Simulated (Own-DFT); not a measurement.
## Calculated data, SiC (2H silicon carbide, strained, atoms displaced)

All values are calculated (Own-DFT development build). A calculation, not a measurement: plane-wave PBE density functional theory by an unreviewed code, no spin, of a simulated periodic cell, stress positive in tension, free energy of the whole cell less one offset for each atom, forces on such cells passed a denser k mesh, this cell's mesh not checked; offsets are fitted by least squares, one for each functional and potential file, so energies compare only between cells with the same atoms and settings and are not formation energies; the far tail of each file's local potential was reset to the Coulomb form; each entry is a single point on an unrelaxed cell, so the pressure reflects the starting lattice, mostly measured values (interpolated for alloys), from which strain is counted, and rises with the displacements; printed positions are rounded, which can move forces by about a meV/angstrom; the program, named Own-DFT, is a retired in-house code; no spin-orbit coupling.

Common to all runs: functional PBE; potential files PseudoDojo norm-conserving, scalar-relativistic, standard set; wave cutoff 42 hartree; occupations Fermi-Dirac; smearing width 0.1 eV; hardware one NVIDIA H100; k mesh 5 x 5 x 3 centred on Gamma.

```json
{"entry": 1, "formula": "SiC", "kind": "2H silicon carbide, strained, atoms displaced", "structure": {"cell_angstrom": [[6.1604, 0.0394, 0.0503], [-3.046, 5.2884, 0.0571], [0.0821, 0.155, 9.9137]], "atoms_fractional": [["Si", 0.99732, 0.99498, 0.99852], ["Si", 0.15601, 0.33833, 0.24224], ["C", 0.00331, 0.99962, 0.19405], ["C", 0.17922, 0.34336, 0.43605], ["Si", 0.99414, 0.99636, 0.49796], ["Si", 0.16819, 0.3328, 0.75353], ["C", 0.00518, 0.00866, 0.68913], ["C", 0.17408, 0.35514, 0.92858], ["Si", 0.00073, 0.51523, 0.0047], ["Si", 0.17274, 0.81692, 0.24497], ["C", 0.99177, 0.49292, 0.18941], ["C", 0.17249, 0.83447, 0.43615], ["Si", 0.99583, 0.49438, 0.50303], ["Si", 0.17159, 0.8341, 0.74692], ["C", 0.99086, 0.49371, 0.68405], ["C", 0.16825, 0.82717, 0.94487], ["Si", 0.4913, 0.98598, 0.99875], ["Si", 0.66636, 0.32212, 0.2429], ["C", 0.49759, 0.01647, 0.18504], ["C", 0.69203, 0.3569, 0.43542], ["Si", 0.48287, 0.99255, 0.50618], ["Si", 0.67214, 0.34682, 0.75104], ["C", 0.50035, 0.00353, 0.6904], ["C", 0.66251, 0.32998, 0.93518], ["Si", 0.50556, 0.50803, 0.00251], ["Si", 0.66765, 0.84013, 0.24035], ["C", 0.50849, 0.50317, 0.18123], ["C", 0.66231, 0.8408, 0.43744], ["Si", 0.50579, 0.49624, 0.50038], ["Si", 0.67342, 0.83086, 0.75198], ["C", 0.50101, 0.49524, 0.679], ["C", 0.66399, 0.83206, 0.93465]]}, "results": {"free_energy_of_cell_above_offsets [eV]": "-2.216", "pressure [GPa]": 10.19, "stress_xx [GPa]": -5.74, "stress_yy [GPa]": -6.99, "stress_zz [GPa]": -17.85, "stress_yz [GPa]": 4.07, "stress_xz [GPa]": 2.54, "stress_xy [GPa]": 1.06, "force_element": ["Si", "Si", "C", "C", "Si", "Si", "C", "C", "Si", "Si", "C", "C", "Si", "Si", "C", "C", "Si", "Si", "C", "C", "Si", "Si", "C", "C", "Si", "Si", "C", "C", "Si", "Si", "C", "C"], "force_x [eV/angstrom]": [-0.127, 3.425, 0.075, -0.555, 0.105, -0.286, 0.333, 0.283, 0.182, -2.143, 0.158, -0.973, 1.695, -0.612, 1.231, -1.051, 0.168, -1.697, 1.495, -1.898, 1.92, -0.176, 0.632, 0.251, -0.307, 0.127, -1.223, 0.32, -0.636, -1.075, -0.549, 0.911], "force_y [eV/angstrom]": [1.724, -1.128, -0.05, -0.93, 0.831, 0.714, -1.031, -1.254, -3.632, 1.999, 0.821, -0.467, 0.958, -0.61, 1.149, 1.901, 2.268, 2.707, -3.355, -2.974, 1.573, -1.748, -0.009, 0.612, -1.709, -0.638, 0.168, -0.438, 1.082, 0.029, 0.933, 0.506], "force_z [eV/angstrom]": [0.255, 2.036, -1.892, -0.245, -0.766, -2.862, 0.124, 3.942, -1.645, 1.945, -1.284, 0.062, -1.336, 0.476, 1.67, -1.832, -0.542, 2.679, -0.967, -0.774, -1.508, -0.613, 0.755, 1.314, -2.194, 2.223, 1.697, -0.333, -2.415, -2.012, 2.923, 1.116], "wall_time [s]": 133.6}}
{"entry": 2, "formula": "SiC", "kind": "2H silicon carbide, strained, atoms displaced", "structure": {"cell_angstrom": [[6.0451, -0.1201, -0.0608], [-3.1266, 5.2951, -0.0577], [-0.0992, -0.166, 10.0281]], "atoms_fractional": [["Si", 0.99333, 0.98931, 0.00308], ["Si", 0.17834, 0.3445, 0.24544], ["C", 0.98862, 0.99113, 0.18384], ["C", 0.15592, 0.33508, 0.43874], ["Si", 0.99972, 0.01773, 0.5038], ["Si", 0.16566, 0.32151, 0.73877], ["C", 0.99627, 0.00017, 0.70098], ["C", 0.16596, 0.33276, 0.93594], ["Si", 0.00032, 0.48602, 0.98734], ["Si", 0.15976, 0.82844, 0.24978], ["C", 0.01851, 0.50554, 0.19018], ["C", 0.16821, 0.82614, 0.4307], ["Si", 0.00902, 0.49993, 0.49684], ["Si", 0.17348, 0.83855, 0.74566], ["C", 0.00154, 0.50659, 0.69179], ["C", 0.19048, 0.84183, 0.93239], ["Si", 0.50969, 0.99731, 0.00326], ["Si", 0.6748, 0.33285, 0.25434], ["C", 0.51321, 0.00147, 0.18163], ["C", 0.68111, 0.33503, 0.42903], ["Si", 0.515, 0.00469, 0.50365], ["Si", 0.68079, 0.35201, 0.7569], ["C", 0.48665, 0.99147, 0.68775], ["C", 0.65758, 0.33301, 0.93996], ["Si", 0.51437, 0.50028, 0.99559], ["Si", 0.6604, 0.81942, 0.24391], ["C", 0.5026, 0.50339, 0.18281], ["C", 0.6742, 0.85527, 0.43237], ["Si", 0.49449, 0.50029, 0.50951], ["Si", 0.66358, 0.82903, 0.74144], ["C", 0.48834, 0.5096, 0.682], ["C", 0.67146, 0.85179, 0.93778]]}, "results": {"free_energy_of_cell_above_offsets [eV]": "0.228", "pressure [GPa]": 17.92, "stress_xx [GPa]": -20.91, "stress_yy [GPa]": -19.67, "stress_zz [GPa]": -13.19, "stress_yz [GPa]": -6.77, "stress_xz [GPa]": -1.16, "stress_xy [GPa]": -9.38, "force_element": ["Si", "Si", "C", "C", "Si", "Si", "C", "C", "Si", "Si", "C", "C", "Si", "Si", "C", "C", "Si", "Si", "C", "C", "Si", "Si", "C", "C", "Si", "Si", "C", "C", "Si", "Si", "C", "C"], "force_x [eV/angstrom]": [2.391, -0.599, 1.639, 2.751, 2.13, -2.1, 1.044, 1.588, 0.234, 1.008, -1.695, -0.724, -1.79, -1.187, 0.802, -3.102, -1.083, 0.079, -1.335, -2.688, -2.294, -1.51, 2.729, 1.811, -3.281, -0.576, 1.708, 0.507, 1.608, -1.909, 2.723, 1.118], "force_y [eV/angstrom]": [1.592, -2.066, 0.948, 0.172, -2.428, 2.907, -1.74, -1.104, 2.837, 1.686, -1.058, 1.751, 1.746, -0.451, -1.134, -1.777, 1.014, 0.133, -0.199, -0.235, 0.442, -2.135, 2.895, -0.496, 1.476, 2.783, -2.184, -3.033, 0.868, 1.844, -1.852, -3.202], "force_z [eV/angstrom]": [-1.442, 0.509, 1.174, -0.718, -0.659, 3.846, -3.869, -0.995, 2.35, -1.112, -1.878, 2.382, 0.939, 2.093, -1.803, 0.347, -0.321, -2.929, 1.87, 3.704, -1.546, -1.309, -0.9, -1.066, 0.774, 1.19, 0.224, 0.879, -4.946, 3.11, 2.063, -1.955], "wall_time [s]": 133.4}}
{"entry": 3, "formula": "SiC", "kind": "2H silicon carbide, strained, atoms displaced", "structure": {"cell_angstrom": [[6.0764, 0.0042, 0.0337], [-3.0346, 5.2413, -0.0029], [0.055, 0.0263, 10.2672]], "atoms_fractional": [["Si", 0.99664, 0.00318, 0.00156], ["Si", 0.16124, 0.33268, 0.24861], ["C", 0.99639, 0.99754, 0.18305], ["C", 0.15949, 0.33584, 0.43999], ["Si", 0.01441, 0.00163, 0.50523], ["Si", 0.16096, 0.34067, 0.74781], ["C", 0.0001, 0.99477, 0.68949], ["C", 0.16023, 0.34373, 0.93694], ["Si", 0.01106, 0.51382, 0.00223], ["Si", 0.16195, 0.8392, 0.24789], ["C", 0.0004, 0.49215, 0.18982], ["C", 0.16659, 0.83359, 0.43459], ["Si", 0.02109, 0.51493, 0.503], ["Si", 0.155, 0.81612, 0.7502], ["C", 0.99225, 0.49029, 0.69528], ["C", 0.17541, 0.83495, 0.93224], ["Si", 0.50256, 0.01328, 0.99273], ["Si", 0.66112, 0.3406, 0.24137], ["C", 0.50191, 0.00417, 0.199], ["C", 0.66538, 0.3378, 0.44142], ["Si", 0.51533, 0.00788, 0.49596], ["Si", 0.66631, 0.33334, 0.7509], ["C", 0.50195, 0.01099, 0.68336], ["C", 0.65845, 0.33768, 0.93433], ["Si", 0.51175, 0.51135, 0.00089], ["Si", 0.66121, 0.84189, 0.25153], ["C", 0.48788, 0.49595, 0.1942], ["C", 0.66487, 0.84051, 0.43581], ["Si", 0.48094, 0.50563, 0.49952], ["Si", 0.64923, 0.83434, 0.73972], ["C", 0.48032, 0.50077, 0.69264], ["C", 0.66325, 0.82306, 0.93575]]}, "results": {"free_energy_of_cell_above_offsets [eV]": "-2.426", "pressure [GPa]": 8.8, "stress_xx [GPa]": -14.41, "stress_yy [GPa]": -16.33, "stress_zz [GPa]": 4.34, "stress_yz [GPa]": 1.97, "stress_xz [GPa]": 1.9, "stress_xy [GPa]": 2.48, "force_element": ["Si", "Si", "C", "C", "Si", "Si", "C", "C", "Si", "Si", "C", "C", "Si", "Si", "C", "C", "Si", "Si", "C", "C", "Si", "Si", "C", "C", "Si", "Si", "C", "C", "Si", "Si", "C", "C"], "force_x [eV/angstrom]": [0.292, 0.074, -0.511, 0.651, -1.819, 0.764, -0.767, 1.638, -0.882, 0.793, -1.54, 0.852, -3.48, 0.276, -0.512, -1.398, 1.119, 1.122, -1.458, 0.054, -2.202, -2.153, -0.978, 1.702, -2.399, 1.367, 0.587, 1.986, 3.082, 2.108, 2.141, -0.509], "force_y [eV/angstrom]": [0.31, -0.89, 0.172, -1.0, -0.283, -2.516, 0.103, -1.017, -1.131, -1.073, 1.816, 0.995, -1.562, 2.406, 1.104, 0.816, -1.756, -0.274, 0.269, 1.537, 0.791, 0.358, -1.157, 0.782, -1.799, -1.171, 1.648, -0.55, -0.239, 0.122, 0.243, 2.945], "force_z [eV/angstrom]": [-1.638, 1.122, 0.788, -1.116, -0.436, 2.214, -0.267, 0.095, 0.036, 0.736, -1.176, 0.218, 0.054, 0.119, -2.404, 0.963, 1.506, 3.079, -3.076, -0.652, 0.458, -0.173, -0.061, 0.465, 0.49, 0.433, -1.912, 0.221, 0.455, 1.944, -1.883, -0.601], "wall_time [s]": 133.2}}
{"entry": 4, "formula": "SiC", "kind": "2H silicon carbide, strained, atoms displaced", "structure": {"cell_angstrom": [[6.1417, -0.051, -0.0914], [-3.115, 5.3099, 0.1013], [-0.1492, 0.1048, 9.8952]], "atoms_fractional": [["Si", 0.99322, 0.99134, 0.98691], ["Si", 0.17104, 0.32385, 0.25663], ["C", 0.99408, 0.99568, 0.17957], ["C", 0.15092, 0.31647, 0.44224], ["Si", 0.00973, 0.00971, 0.49458], ["Si", 0.16292, 0.33052, 0.749], ["C", 0.01778, 0.035, 0.6827], ["C", 0.15559, 0.31917, 0.93089], ["Si", 0.99685, 0.49889, 8e-05], ["Si", 0.17235, 0.83305, 0.25637], ["C", 0.02036, 0.5106, 0.18129], ["C", 0.17783, 0.83394, 0.43939], ["Si", 0.00111, 0.51021, 0.49993], ["Si", 0.15949, 0.82292, 0.75031], ["C", 0.99961, 0.50361, 0.68755], ["C", 0.1675, 0.8324, 0.93977], ["Si", 0.50627, 0.99796, 0.00619], ["Si", 0.66384, 0.32868, 0.25463], ["C", 0.50059, 0.00961, 0.18781], ["C", 0.67091, 0.33909, 0.43413], ["Si", 0.5053, 0.00338, 0.51174], ["Si", 0.66602, 0.33001, 0.75805], ["C", 0.51149, 0.0113, 0.68383], ["C", 0.67884, 0.34336, 0.94474], ["Si", 0.49262, 0.50652, 0.99667], ["Si", 0.67306, 0.84402, 0.24597], ["C", 0.49036, 0.49294, 0.17711], ["C", 0.67531, 0.83415, 0.43208], ["Si", 0.51619, 0.51944, 0.50622], ["Si", 0.65156, 0.82849, 0.73615], ["C", 0.51833, 0.5088, 0.69315], ["C", 0.67477, 0.82964, 0.94356]]}, "results": {"free_energy_of_cell_above_offsets [eV]": "-0.924", "pressure [GPa]": 13.96, "stress_xx [GPa]": -4.23, "stress_yy [GPa]": -15.73, "stress_zz [GPa]": -21.93, "stress_yz [GPa]": 3.01, "stress_xz [GPa]": -5.39, "stress_xy [GPa]": -4.43, "force_element": ["Si", "Si", "C", "C", "Si", "Si", "C", "C", "Si", "Si", "C", "C", "Si", "Si", "C", "C", "Si", "Si", "C", "C", "Si", "Si", "C", "C", "Si", "Si", "C", "C", "Si", "Si", "C", "C"], "force_x [eV/angstrom]": [2.162, -0.949, 1.195, 0.958, 0.401, 0.307, 0.097, -0.146, 2.065, -0.682, -0.938, -0.677, 0.711, -0.366, -0.029, 0.731, -0.396, 0.405, 0.558, -0.781, 0.555, 0.876, -1.81, -2.314, 0.929, -0.356, 0.774, -1.021, -0.287, 2.943, -1.426, -3.488], "force_y [eV/angstrom]": [0.896, 0.728, 0.349, 5.189, -3.035, 2.95, -5.742, 1.933, 0.277, -0.09, -1.231, 1.055, -1.831, 2.334, -0.424, 0.206, 0.551, 1.957, -0.824, -0.084, 0.58, 0.828, -0.817, -1.763, -2.28, -1.761, 0.774, 0.936, -2.755, 2.255, -1.38, 0.22], "force_z [eV/angstrom]": [2.472, -2.393, 1.332, -0.822, 1.549, 0.168, -0.465, 0.796, -0.024, -2.59, 2.963, 0.79, -0.171, 0.013, -0.064, -1.075, -1.385, -2.938, 1.22, 2.442, -5.183, -0.176, 3.341, -1.145, -0.297, -0.881, 3.328, 1.495, -1.649, 3.205, -0.886, -2.971], "wall_time [s]": 117.8}}
{"entry": 5, "formula": "SiC", "kind": "2H silicon carbide, strained, atoms displaced", "structure": {"cell_angstrom": [[6.2157, -0.0424, 0.0733], [-3.1446, 5.4495, -0.1004], [0.1198, -0.1202, 10.111]], "atoms_fractional": [["Si", 0.00258, 0.0019, 0.99891], ["Si", 0.17089, 0.3462, 0.24089], ["C", 0.9987, 0.99806, 0.19455], ["C", 0.15264, 0.32196, 0.42653], ["Si", 0.0139, 0.00728, 0.50829], ["Si", 0.1817, 0.35412, 0.75186], ["C", 0.00204, 0.99569, 0.68887], ["C", 0.1704, 0.34394, 0.93324], ["Si", 0.99661, 0.49165, 0.00419], ["Si", 0.14459, 0.81534, 0.24843], ["C", 0.9954, 0.48421, 0.18376], ["C", 0.1615, 0.84706, 0.43169], ["Si", 0.98012, 0.49779, 0.4979], ["Si", 0.17263, 0.83727, 0.757], ["C", 0.00249, 0.50006, 0.69783], ["C", 0.16539, 0.82589, 0.9331], ["Si", 0.49211, 0.98648, 0.0023], ["Si", 0.67164, 0.34166, 0.25201], ["C", 0.4886, 0.97808, 0.18997], ["C", 0.66617, 0.33, 0.43568], ["Si", 0.48819, 0.99434, 0.49861], ["Si", 0.65365, 0.32697, 0.75044], ["C", 0.50735, 0.00437, 0.69068], ["C", 0.6601, 0.32225, 0.92708], ["Si", 0.49837, 0.50502, 0.01213], ["Si", 0.67582, 0.84856, 0.25333], ["C", 0.50436, 0.49057, 0.19212], ["C", 0.64829, 0.82558, 0.44279], ["Si", 0.49333, 0.49724, 0.50264], ["Si", 0.67194, 0.84116, 0.74368], ["C", 0.51345, 0.50547, 0.68553], ["C", 0.67186, 0.84032, 0.9323]]}, "results": {"free_energy_of_cell_above_offsets [eV]": "-2.468", "pressure [GPa]": -1.17, "stress_xx [GPa]": 1.23, "stress_yy [GPa]": 7.7, "stress_zz [GPa]": -5.42, "stress_yz [GPa]": -2.98, "stress_xz [GPa]": 3.37, "stress_xy [GPa]": -1.69, "force_element": ["Si", "Si", "C", "C", "Si", "Si", "C", "C", "Si", "Si", "C", "C", "Si", "Si", "C", "C", "Si", "Si", "C", "C", "Si", "Si", "C", "C", "Si", "Si", "C", "C", "Si", "Si", "C", "C"], "force_x [eV/angstrom]": [-0.137, 1.197, 0.34, 0.043, -2.575, -0.23, 0.869, 0.826, -1.233, 1.25, -1.019, 0.77, 2.787, -0.365, -0.662, -0.457, 0.197, -0.226, -0.626, -1.528, 0.494, 1.59, -1.041, -0.491, 1.224, -0.715, -0.565, 1.525, -0.572, 0.278, -1.075, 0.125], "force_y [eV/angstrom]": [-0.039, -2.339, 0.549, 1.365, -0.042, -1.549, 1.563, -0.788, 0.244, 1.774, 1.209, -2.205, 0.733, -0.564, 0.373, 0.107, 1.246, -2.704, 1.487, -0.245, 0.335, 1.084, -0.693, 0.412, -0.192, -1.823, 1.771, 0.459, -0.009, -0.401, -0.193, -0.925], "force_z [eV/angstrom]": [-0.247, 2.049, -2.169, 2.181, -1.961, -0.897, 0.845, 2.337, -3.115, -0.056, 0.669, 1.098, 1.135, -2.16, -2.056, 3.023, -0.867, -0.295, -0.244, 0.406, 0.264, -0.63, -1.256, 4.214, -3.476, 0.798, -0.089, -0.295, -1.625, 0.902, 0.345, 1.171], "wall_time [s]": 123.2}}
{"entry": 6, "formula": "SiC", "kind": "2H silicon carbide, strained, atoms displaced", "structure": {"cell_angstrom": [[6.1122, -0.0777, 0.0468], [-3.1234, 5.4452, 0.0129], [0.0763, 0.0684, 10.2396]], "atoms_fractional": [["Si", 0.99479, 0.01387, 0.99669], ["Si", 0.16713, 0.34307, 0.25308], ["C", 0.01416, 0.99326, 0.18314], ["C", 0.18002, 0.32955, 0.43427], ["Si", 0.02822, 0.0125, 0.50041], ["Si", 0.17489, 0.33553, 0.74768], ["C", 0.00325, 0.01191, 0.68014], ["C", 0.16399, 0.32604, 0.93862], ["Si", 0.00678, 0.50847, 0.00017], ["Si", 0.15083, 0.82654, 0.25804], ["C", 0.98771, 0.49168, 0.18635], ["C", 0.1581, 0.8232, 0.44403], ["Si", 0.99253, 0.48451, 0.50213], ["Si", 0.18403, 0.83334, 0.75267], ["C", 0.00197, 0.50396, 0.68969], ["C", 0.18062, 0.83578, 0.93788], ["Si", 0.51582, 0.01579, 0.00288], ["Si", 0.67285, 0.3349, 0.25378], ["C", 0.49881, 0.99581, 0.18086], ["C", 0.6629, 0.31253, 0.43042], ["Si", 0.50401, 0.99932, 0.50542], ["Si", 0.65678, 0.32015, 0.74936], ["C", 0.5089, 0.00863, 0.68615], ["C", 0.67257, 0.33287, 0.94138], ["Si", 0.50721, 0.51194, 0.0003], ["Si", 0.68011, 0.85142, 0.25111], ["C", 0.5011, 0.49241, 0.19382], ["C", 0.66964, 0.83554, 0.44215], ["Si", 0.48539, 0.4866, 0.50103], ["Si", 0.67759, 0.83609, 0.75964], ["C", 0.49474, 0.48102, 0.68676], ["C", 0.66395, 0.83141, 0.93885]]}, "results": {"stress_zz [GPa]": null}}
```

## Withheld values
1. What stress zz does the calculation give for SiC (2H silicon carbide, strained, atoms displaced) (entry 6)?

## Answers
1. 1.45 GPa

Further results for SiC (2H silicon carbide, strained, atoms displaced) (entry 6):

* free energy of cell above offsets: -2.529 eV
* pressure: 0.77 GPa
* stress xx: -5.35 GPa
* stress yy: 1.59 GPa
* stress yz: 3.4 GPa
* stress xz: 1.97 GPa
* stress xy: -5.75 GPa
* wall time: 119.7 s

Force:
```csv
element,x (eV/Å),y (eV/Å),z (eV/Å)
Si,2.771,-2.199,1.087
Si,0.96,-1.206,-1.37
C,-2.346,1.736,0.53
C,-2.605,-0.003,0.176
Si,-2.88,-1.994,-0.031
Si,-1.854,-0.823,0.841
C,1.251,-0.808,2.243
C,-0.048,2.313,-0.688
Si,0.25,-0.325,-0.131
Si,2.341,-0.091,-1.324
C,1.803,1.419,0.441
C,1.204,-0.223,-0.623
Si,0.06,0.694,0.074
Si,-2.141,0.063,-0.295
C,0.503,-0.499,-0.268
C,-1.107,0.607,-0.137
Si,-1.224,-1.506,-0.252
Si,-1.79,-1.826,-1.536
C,0.074,0.358,2.397
C,-0.574,1.385,2.353
Si,0.342,-1.126,-1.338
Si,1.034,1.639,1.063
C,0.964,-1.444,0.751
C,-0.707,1.236,-1.224
Si,0.269,-2.279,1.349
Si,-0.404,-1.874,0.156
C,-0.261,1.878,-0.976
C,0.64,-0.255,-0.25
Si,3.159,2.368,-0.259
Si,-0.38,-0.371,-2.944
C,0.581,2.252,0.123
C,0.115,0.903,0.062
```
